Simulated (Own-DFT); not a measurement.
# Point defects and the pressure they add: zincblende InP

Calculated, not measured: single-point runs of Own-DFT, a retired in-house plane-wave DFT program that no person has reviewed, on unrelaxed cells, without spin or spin-orbit coupling.

Method: PBE; PseudoDojo norm-conserving scalar-relativistic files; cutoff 36 hartree; 2 x 3 x 3 k mesh centred on Gamma; Fermi-Dirac smearing of 0.1 eV.

Keep in mind (not all hold for every row): not probed for a lower state with spin; forces on such cells failed a check on a denser k mesh; forces not confirmed at this smearing and k mesh; stress not checked against mesh or cutoff.

All runs share one cell, with vectors in Å (17.606, 0.000, 0.000); (0.000, 11.737, 0.000); (0.000, 0.000, 11.737) and a volume of 2425.5 Å³. u is the rms random offset of the atoms per axis. The defect's site can differ from row to row.

| cell | formula | u (Å) | P (GPa) |
|---|---|---|---|
| no defect | In48P48 | 0.0199 | 3.20 |
| no defect | In48P48 | 0.0208 | 3.21 |
| no defect | In48P48 | 0.0514 | 3.58 |
| one In on a P site | In49P47 | 0.0313 | 3.88 |
| one In on a P site | In49P47 | 0.0480 | 4.14 |
| one In on a P site | In49P47 | 0.0511 | 4.21 |
| one In on a P site and one P on an In site | In48P48 | 0.0300 | 3.56 |
| one In on a P site and one P on an In site | In48P48 | 0.0307 | 3.53 |
| one In on a P site and one P on an In site | In48P48 | 0.0500 | 3.87 |
| two P on an In site each | In46P50 | 0.0285 | 3.02 |
| two P on an In site each | In46P50 | 0.0299 | 3.00 |
| two P on an In site each | In46P50 | 0.0541 | 3.42 |
| one P on an In site | In47P49 | 0.0284 | 3.15 |
| one P on an In site | In47P49 | 0.0309 | 3.16 |
| one P on an In site | In47P49 | 0.0495 | ? |
| one P on an In site | In47P49 | 0.0523 | 3.54 |

## Working it out

P = P0 + c u² + a shift for each defect gives P0 = 3.11 GPa, c = 193 ± 6 GPa/Å² and a scatter of 0.02 GPa. The shifts, and each times the cell's volume:

- one In on a P site: 0.59 ± 0.02 GPa, 8.9 eV
- one In on a P site and one P on an In site: 0.27 ± 0.02 GPa, 4.0 eV
- one P on an In site: -0.11 ± 0.02 GPa, -1.7 eV
- two P on an In site each: -0.26 ± 0.02 GPa, -4.0 eV (-2.0 eV for each of its 2 sites)

A positive shift means that the defect pushes the cell outwards. Shift times volume (160.2 GPa Å³ is 1 eV) depends little on the cell's size, so, taken for each site, it can be compared between cells at like pressure. The atoms around the defects weren't relaxed, which would change these numbers.

## Prediction

The question: what pressure belongs in the blank (one P on an In site, u = 0.0495 Å)?

Estimate: 3.47 ± 0.03 GPa. DFT gave 3.40 GPa.
